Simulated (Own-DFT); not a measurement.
Simulation results for GaP (zincblende, atoms displaced)

All values are calculated (Own-DFT development build). A calculation, not a measurement: plane-wave PBE density functional theory by an unreviewed code, no spin, of a simulated periodic cell, stress positive in tension, free energy of the whole cell less one offset for each atom, forces on such cells passed a denser k mesh, this cell's mesh not checked; offsets are fitted by least squares, one for each functional and potential file, so energies compare only between cells with the same atoms and settings and are not formation energies; the far tail of each file's local potential was reset to the Coulomb form; each entry is a single point on an unrelaxed cell, so the pressure reflects the starting lattice, mostly measured values (interpolated for alloys), from which strain is counted, and rises with the displacements; printed positions are rounded, which can move forces by about a meV/angstrom; the program, named Own-DFT, is a retired in-house code; no spin-orbit coupling.

Entry: GaP (zincblende, atoms displaced)

```cif
# cell vector a (Å): 10.9010 0.0000 0.0000
# cell vector b (Å): 0.0000 10.9010 0.0000
# cell vector c (Å): 0.0000 0.0000 10.9010
data_GaP
_symmetry_space_group_name_H-M 'P 1'
_symmetry_Int_Tables_number 1
_cell_length_a 10.9010
_cell_length_b 10.9010
_cell_length_c 10.9010
_cell_angle_alpha 90.000
_cell_angle_beta 90.000
_cell_angle_gamma 90.000
_cell_volume 1295.39
loop_
_atom_site_label
_atom_site_type_symbol
_atom_site_fract_x
_atom_site_fract_y
_atom_site_fract_z
_atom_site_occupancy
Ga1 Ga 0.00449 0.00493 0.98341 1
Ga2 Ga 0.00912 0.25574 0.25168 1
Ga3 Ga 0.23396 0.99051 0.24984 1
Ga4 Ga 0.26261 0.26461 0.98163 1
P1 P 0.14014 0.11992 0.13846 1
P2 P 0.12346 0.38101 0.36461 1
P3 P 0.36488 0.13151 0.37808 1
P4 P 0.37341 0.36303 0.12808 1
Ga5 Ga 0.00924 0.99861 0.50188 1
Ga6 Ga 0.00163 0.22875 0.75271 1
Ga7 Ga 0.24390 0.98539 0.76707 1
Ga8 Ga 0.25323 0.24239 0.50874 1
P5 P 0.13190 0.12488 0.63069 1
P6 P 0.11254 0.36864 0.88269 1
P7 P 0.36689 0.12538 0.87936 1
P8 P 0.37358 0.36449 0.62457 1
Ga9 Ga 0.99880 0.49656 0.98835 1
Ga10 Ga 0.00205 0.73564 0.24966 1
Ga11 Ga 0.26260 0.49862 0.26100 1
Ga12 Ga 0.25108 0.76572 0.00706 1
P9 P 0.14469 0.62353 0.11718 1
P10 P 0.12462 0.87164 0.38749 1
P11 P 0.39355 0.62704 0.39168 1
P12 P 0.37175 0.87400 0.13073 1
Ga13 Ga 0.00919 0.50242 0.50164 1
Ga14 Ga 0.98257 0.74678 0.74714 1
Ga15 Ga 0.24234 0.48911 0.75752 1
Ga16 Ga 0.25860 0.74409 0.49928 1
P13 P 0.11343 0.61739 0.63534 1
P14 P 0.12647 0.86372 0.88012 1
P15 P 0.36757 0.65000 0.88398 1
P16 P 0.36993 0.87101 0.62564 1
Ga17 Ga 0.50003 0.99918 0.00275 1
Ga18 Ga 0.49398 0.24811 0.24339 1
Ga19 Ga 0.75210 0.99016 0.24788 1
Ga20 Ga 0.73743 0.24058 0.00113 1
P17 P 0.62945 0.12284 0.12813 1
P18 P 0.61969 0.37474 0.38334 1
P19 P 0.87702 0.11515 0.37309 1
P20 P 0.85777 0.37952 0.12643 1
Ga21 Ga 0.50444 0.99782 0.48659 1
Ga22 Ga 0.50692 0.24217 0.75074 1
Ga23 Ga 0.73464 0.99779 0.75820 1
Ga24 Ga 0.74072 0.23568 0.50061 1
P21 P 0.62046 0.12270 0.62600 1
P22 P 0.61127 0.37476 0.86542 1
P23 P 0.85874 0.10739 0.86303 1
P24 P 0.86384 0.37732 0.61978 1
Ga25 Ga 0.50362 0.51211 0.99847 1
Ga26 Ga 0.53442 0.75975 0.24179 1
Ga27 Ga 0.75003 0.49833 0.25597 1
Ga28 Ga 0.74873 0.74852 0.99670 1
P25 P 0.63113 0.62376 0.12750 1
P26 P 0.62290 0.86652 0.36969 1
P27 P 0.86777 0.60956 0.36669 1
P28 P 0.87023 0.86965 0.12501 1
Ga29 Ga 0.52041 0.48885 0.49340 1
Ga30 Ga 0.50363 0.75148 0.75322 1
Ga31 Ga 0.76898 0.49892 0.73679 1
Ga32 Ga 0.75259 0.74947 0.48855 1
P29 P 0.63167 0.62947 0.63009 1
P30 P 0.61923 0.87891 0.88041 1
P31 P 0.87127 0.61863 0.87774 1
P32 P 0.86180 0.88015 0.62155 1
```

It was run with functional PBE, potential files PseudoDojo norm-conserving, scalar-relativistic, standard set, wave cutoff 42 hartree, occupations Fermi-Dirac, smearing width 0.1 eV, hardware one NVIDIA H100 and k mesh 3 x 3 x 3 centred on Gamma.

The calculation gives: free energy of cell above offsets -27.714 eV; pressure 4.43 GPa; stress xx -4 GPa; stress yy -4.7 GPa; stress zz -4.6 GPa; stress yz -2.05 GPa; stress xz 0.24 GPa; stress xy 0.66 GPa; wall time 586.6 s.

Force:
```csv
element,x (eV/Å),y (eV/Å),z (eV/Å)
Ga,-0.197,-0.256,1.853
Ga,-1.501,-0.985,-0.962
Ga,1.932,-0.834,1.701
Ga,-1.025,-0.599,1.888
P,-2.172,2.13,-3.136
P,0.754,-0.179,2.061
P,1.021,-1.616,-1.14
P,0.218,2.359,-0.869
Ga,-1.057,0.496,0.775
Ga,-1.3,1.429,-0.223
Ga,0.94,0.994,-1.484
Ga,-0.835,1.2,-0.635
P,-0.214,-1.359,0.075
P,0.515,-0.967,-1.349
P,1.458,-1.116,-0.991
P,0.727,1.282,0.675
Ga,-0.457,0.792,2.431
Ga,0.153,0.423,-0.353
Ga,0.532,0.754,-0.564
Ga,-0.009,-0.695,0.502
P,-1.436,-0.756,0.868
P,-0.012,-1.422,-1.014
P,0.027,-0.354,-1.863
P,1.454,0.631,0.84
Ga,-1.306,-0.917,-0.605
Ga,0.378,0.357,0.031
Ga,0.724,0.704,-0.225
Ga,-0.949,-0.284,0.863
P,1.353,0.968,-0.247
P,-2.041,0.114,-0.729
P,0.755,-2.549,-1.035
P,0.929,0.753,0.266
Ga,-0.931,0.649,0.718
Ga,0.73,-0.578,1.211
Ga,0.053,0.502,0.247
Ga,0.718,1.352,-1.109
P,-1.016,-0.824,0.711
P,2.213,-3.005,-3.277
P,0.144,0.814,0.167
P,1.767,-1.229,-1.002
Ga,-1.381,0.275,0.937
Ga,-1.957,0.004,-0.204
Ga,-0.527,-1.088,-2.179
Ga,1.105,0.765,-0.466
P,-0.108,-1.196,-0.269
P,1.858,0.823,0.926
P,1.892,2.341,1.938
P,2.536,-2.565,-1.4
Ga,-1.195,-0.647,-0.014
Ga,-4.171,-1.823,-1.475
Ga,-1.704,-1.132,-0.672
Ga,0.092,0.099,0.294
P,0.419,-0.633,-0.727
P,1.941,2.634,2.113
P,1.971,1.925,1.858
P,1.426,-0.099,-0.673
Ga,-2.872,2.694,3.644
Ga,-0.548,0.07,-0.53
Ga,-2.532,1.023,1.776
Ga,0.112,-0.665,0.703
P,0.024,-0.479,-0.568
P,-0.018,-1.019,0.065
P,-0.12,0.619,-0.291
P,0.718,-0.108,0.143
```
